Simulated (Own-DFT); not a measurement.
Simulation results for Si$_{3}$N$_{4}$ (beta silicon nitride, strained, atoms displaced)

All values are calculated (Own-DFT development build). A calculation, not a measurement: plane-wave PBE density functional theory by an unreviewed code, no spin, of a simulated periodic cell, stress positive in tension, free energy of the whole cell less one offset for each atom, forces on such cells passed a denser k mesh, this cell's mesh not checked; offsets are fitted by least squares, one for each functional and potential file, so energies compare only between cells with the same atoms and settings and are not formation energies; the far tail of each file's local potential was reset to the Coulomb form; each entry is a single point on an unrelaxed cell, so the pressure reflects the starting lattice, mostly measured values (interpolated for alloys), from which strain is counted, and rises with the displacements; printed positions are rounded, which can move forces by about a meV/angstrom; the program, named Own-DFT, is a retired in-house code; no spin-orbit coupling.

## Si$_{3}$N$_{4}$ (beta silicon nitride, strained, atoms displaced)

```
Si3N4
1.0
      7.5057    -0.1309    -0.1060
     -3.8663     6.7215     0.0197
     -0.1216    -0.0441     8.5906
Si N Si N Si N
6 8 6 8 6 8
Direct
  0.17815 0.77636 0.08073
  0.23579 0.40502 0.09410
  0.59013 0.81458 0.08079
  0.81876 0.23297 0.24848
  0.77267 0.59952 0.25486
  0.40564 0.16600 0.24850
  0.32698 0.02309 0.07327
  0.96011 0.30805 0.08731
  0.68363 0.66266 0.07828
  0.66996 0.97042 0.24884
  0.01645 0.69456 0.25284
  0.29529 0.33086 0.24115
  0.32953 0.67416 0.08736
  0.67701 0.33903 0.24914
  0.17477 0.76931 0.41757
  0.23345 0.42191 0.41908
  0.58588 0.82659 0.41165
  0.83438 0.23735 0.57855
  0.76316 0.58652 0.59205
  0.40603 0.17024 0.59658
  0.33551 0.02262 0.42717
  0.96229 0.29821 0.42008
  0.70619 0.67725 0.41011
  0.67393 0.96592 0.57825
  0.02732 0.69669 0.58994
  0.29804 0.33442 0.58976
  0.33636 0.66306 0.40651
  0.67052 0.32093 0.58659
  0.15748 0.76503 0.73810
  0.23781 0.40171 0.74571
  0.59786 0.83061 0.73918
  0.83150 0.23573 0.91907
  0.78360 0.61688 0.92266
  0.40033 0.16570 0.92204
  0.34702 0.03806 0.74804
  0.97089 0.30378 0.74710
  0.68013 0.66408 0.74554
  0.66835 0.96708 0.91541
  0.03712 0.70148 0.91690
  0.31151 0.34315 0.93679
  0.34811 0.67488 0.74869
  0.66194 0.33341 0.91498
```

It was run with functional PBE, potential files PseudoDojo norm-conserving, scalar-relativistic, standard set, wave cutoff 42 hartree, occupations Fermi-Dirac, smearing width 0.1 eV and k mesh 3 x 3 x 3 centred on Gamma.

It finds free energy of cell above offsets -0.162 eV; pressure 15.2 GPa; stress xx -16.43 GPa; stress yy -5.76 GPa; stress zz -23.41 GPa; stress yz -0.76 GPa; stress xz -3.28 GPa; stress xy -7.59 GPa.

Force:
```
element  x (eV/Å)  y (eV/Å)  z (eV/Å)
     Si     0.685    -2.457     2.128
     Si    -5.116     3.481    -5.043
     Si    -1.328     3.088    -0.619
     Si      1.28    -1.351     0.039
     Si     -3.95    -2.709    -1.802
     Si    -0.389     1.702     0.757
      N    -0.361     0.432     4.204
      N     2.967     1.023     0.706
      N     2.449     -0.39     1.945
      N    -0.147     0.311    -0.632
      N     5.344     3.004    -1.324
      N     3.803    -2.908     8.035
      N     0.431    -2.241     0.253
      N    -3.847    -0.261     0.378
     Si     0.028    -0.975     0.052
     Si     1.347    -4.416    -0.665
     Si     3.716     1.129     0.045
     Si    -1.219    -3.118     2.054
     Si    -1.735    -1.151    -2.227
     Si    -0.231     3.057    -4.154
      N    -0.768     1.043    -1.776
      N     2.719     1.814    -2.332
      N    -0.958    -0.367      2.72
      N     0.075     2.286    -0.852
      N    -2.904    -1.766    -7.394
      N     2.994    -1.932    -3.761
      N    -3.611     1.329     0.596
      N    -2.593     2.957    -0.269
     Si     8.089      2.88     8.347
     Si    -1.795     3.274     5.542
     Si     0.221     1.108     2.316
     Si     -2.56    -1.172    -1.854
     Si    -2.405    -4.467    -2.084
     Si     0.064     4.369    -2.237
      N    -1.899    -4.527     3.367
      N       1.3     0.338     1.528
      N      3.46    -0.726     1.052
      N     0.838     1.059    -0.188
      N    -0.973     0.292    -2.034
      N     0.527     -2.04    -4.472
      N    -4.711    -2.659    -0.548
      N     1.165     1.657     0.205
```
